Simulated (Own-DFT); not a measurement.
# Strain and stress in bcc Nb, 36 atoms (Nb36)

All numbers below are calculated, not measured. They come from Own-DFT, an in-house plane-wave density functional program, since retired, whose code no person has reviewed. Each row is one single-point run on a periodic cell that was not relaxed, without spin or spin-orbit coupling.

Settings of every run: PBE; PseudoDojo norm-conserving scalar-relativistic files; cutoff 42 hartree; 4 x 4 x 5 k mesh centred on Gamma; cold (Marzari-Vanderbilt) smearing of 0.2 eV.

Known limits: forces on such cells failed a check on a denser k mesh; stress not checked against mesh or cutoff.

Unstrained cell vectors in Å: (9.901, 0.000, 0.000); (0.000, 9.901, 0.000); (0.000, 0.000, 6.601). The unstrained cell has measured lattice constants (interpolated for alloys), not those of this functional. That, the random moves and any unrelaxed bonds set the pressure at no strain. Each run strains this cell uniformly, with the atoms carried along. Every atom was also moved at random, by a Gaussian of width 0.05 Å on each axis. Strain is the symmetric tensor, in per cent. Stress is positive in tension, and the pressure is minus a third of its trace.

```
run,e_xx (%),e_yy (%),e_zz (%),e_yz (%),e_xz (%),e_xy (%),s_xx (GPa),s_yy (GPa),s_zz (GPa),s_yz (GPa),s_xz (GPa),s_xy (GPa),P (GPa),E (meV/atom)
1,-0.19,1.70,-1.60,-1.72,-1.27,-1.93,-3.24,-0.97,-4.96,-0.45,-0.21,-0.67,3.06,22.2
2,-1.09,0.66,1.06,-1.71,0.65,1.33,-2.92,-1.08,-0.51,-0.55,-0.01,0.20,1.50,14.0
3,-0.70,-0.40,-1.87,-1.51,1.92,-0.08,-8.04,-7.52,-9.27,-0.50,0.51,-0.18,8.28,33.9
4,-1.99,-1.79,0.46,-1.00,-1.22,-1.19,-10.10,-9.82,-6.69,-0.34,-0.40,-0.15,8.87,36.0
5,-0.54,-1.84,1.22,-1.85,1.23,0.01,-4.83,-6.03,-2.52,-0.52,0.36,-0.19,4.46,12.7
6,0.57,0.71,1.23,-0.97,-1.58,-1.00,1.51,1.63,2.35,-0.22,-0.32,-0.08,-1.83,9.1
7,1.68,1.05,1.67,-0.10,1.37,0.21,4.84,4.13,4.85,-0.02,0.34,0.00,-4.60,18.2
8,-1.10,-0.50,-1.59,1.97,-0.56,-0.68,-8.67,-7.74,-8.84,0.78,-0.24,-0.19,8.42,31.7
9,0.49,0.79,-0.65,0.41,1.33,1.71,-0.74,-0.45,-2.07,0.34,0.29,0.43,1.09,0.0
10,-0.94,-0.89,1.68,-1.70,1.01,1.21,-4.08,-4.07,-1.11,-0.62,0.25,0.18,3.09,21.4
11,0.07,0.79,-1.77,1.75,-0.72,0.17,-4.14,-3.18,-6.07,0.59,-0.14,0.06,4.46,23.2
12,-0.75,1.00,-0.40,1.20,1.91,-1.74,-3.66,-1.81,-3.59,0.33,0.46,-0.50,3.02,16.4
13,1.79,-0.10,1.27,1.55,0.79,-1.05,2.88,1.19,2.51,0.20,0.14,-0.11,-2.19,19.1
14,-1.62,0.22,-1.80,1.89,-0.12,1.85,-9.46,-7.13,-9.44,0.64,0.22,0.72,8.68,35.5
15,1.98,1.29,1.36,1.54,1.67,-1.56,5.42,4.70,4.94,0.21,0.34,-0.15,-5.02,18.9
16,-0.33,1.35,0.69,-1.69,1.89,-1.13,-0.57,1.01,0.75,-0.67,0.50,-0.47,-0.40,14.9
17,-1.86,-0.48,-0.07,0.19,-1.53,-0.15,-8.15,-6.85,-6.08,0.18,-0.37,0.02,7.02,28.3
18,1.97,-1.03,-1.69,0.32,0.45,0.94,?,?,?,?,?,?,?,?
```

E is the free energy for each atom above the lowest run shown.

## Worked fit

Each stress component was fitted by least squares to a constant and the strains of the runs shown, as fractions, with shears doubled. Shear strains stay in the fit of a normal stress only where such slopes are resolved. The slopes, in GPa:

```
stress,at no strain,per e_xx,per e_yy,per e_zz,scatter
s_xx,-2.9,239 ± 9,153 ± 10,146 ± 7,0.32
s_yy,-2.8,141 ± 8,249 ± 9,136 ± 6,0.29
s_zz,-2.8,130 ± 8,137 ± 9,257 ± 6,0.29
```

Each shear stress against twice its own strain: yz 15 ± 1, xz 12 ± 1, xy 13 ± 1 GPa. These are stiffnesses along x, y and z of the frame in which the cell vectors are given, which need not be the crystal's axes. The atoms are held to the strained lattice; where symmetry lets them move under strain, relaxing them would lower some slopes. The table should be nearly symmetric about its diagonal, and what it lacks of that shows the noise. A ninth of its sum, 177 ± 3 GPa, estimates the bulk modulus near the mean pressure of these runs, 2.8 GPa, so it lies above the value at zero pressure.

## Withheld run

Question: what normal stresses and pressure should run 18 give?

The fit gives s_xx = -2.3, s_yy = -4.9, s_zz = -6.0 and P = 4.4 GPa. The calculation gave -1.28, -4.96, -5.68 and P = 3.98 GPa.
